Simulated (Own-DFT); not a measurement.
# How strain changes the stress of wurtzite AlGaN with randomly placed atoms, 96 atoms (Al12Ga36N48)

Calculated results; nothing here was measured. They come from Own-DFT, an in-house plane-wave density functional program, since retired, whose code no person has reviewed. Each row is one single-point run on a periodic cell that was not relaxed, without spin or spin-orbit coupling.

Settings of every run: PBE; PseudoDojo norm-conserving scalar-relativistic files (stringent for Ga); cutoff 96 hartree; 3 x 4 x 3 k mesh centred on Gamma; Gaussian smearing of 0.01 eV.

Known limits: k mesh not checked against a denser one; stress not checked against mesh or cutoff.

Unstrained cell vectors in Å: (12.679, 0.000, 0.000); (-4.755, 8.235, 0.000); (0.000, 0.000, 10.268). The unstrained cell has measured lattice constants (interpolated for alloys), not those of this functional. That, the random moves and any unrelaxed bonds set the pressure at no strain. Each run strains this cell uniformly, with the atoms carried along. Every atom was also moved at random, by a Gaussian of width 0.05 Å on each axis. The random placing of the alloy's atoms differs from row to row. Strain is the symmetric tensor, in per cent. Stress is positive in tension, and the pressure is minus a third of its trace.

```
run  e_xx (%)  e_yy (%)  e_zz (%)  s_xx (GPa)  s_yy (GPa)  s_zz (GPa)  P (GPa)  E (meV/atom)
  1     -0.50     -0.50      0.00       -9.34       -8.78       -8.25     8.79           7.7
  2      0.75      0.75      0.00       -2.98       -2.11       -7.59     4.23           3.9
  3      1.25      1.25      0.00        0.39       -0.86       -6.10     2.19           1.8
  4     -1.00     -1.00      0.00      -11.48      -14.54       -9.08    11.70          26.5
  5      2.25      2.25      0.00        4.36        3.23       -4.73    -0.95          16.1
  6      3.00      3.00      0.00        6.28        6.22       -1.29    -3.74           0.0
  7      1.00      1.00      0.00       -0.66       -3.12       -6.50     3.43           7.8
  8      0.25      0.25      0.00       -6.53       -5.46       -5.42     5.80           1.3
  9     -0.25     -0.25      0.00           ?           ?           ?        ?             ?
```

E is the free energy for each atom above the lowest run shown.

## Worked fit

The change of volume is close to e_xx + e_yy + e_zz. A straight line through the runs shown gives P = 7.21 - 185 x (fractional change of volume) GPa, with an error of 7 on the slope and a scatter of 0.47 GPa. The strain isn't the same on all axes and the cell isn't cubic, so the slope belongs to this path and is not the bulk modulus.

## Withheld run

Question: what pressure should run 9 give? Its volume changes by -0.50 %.

The line gives 8.1 GPa. The calculation gave 8.18 GPa.
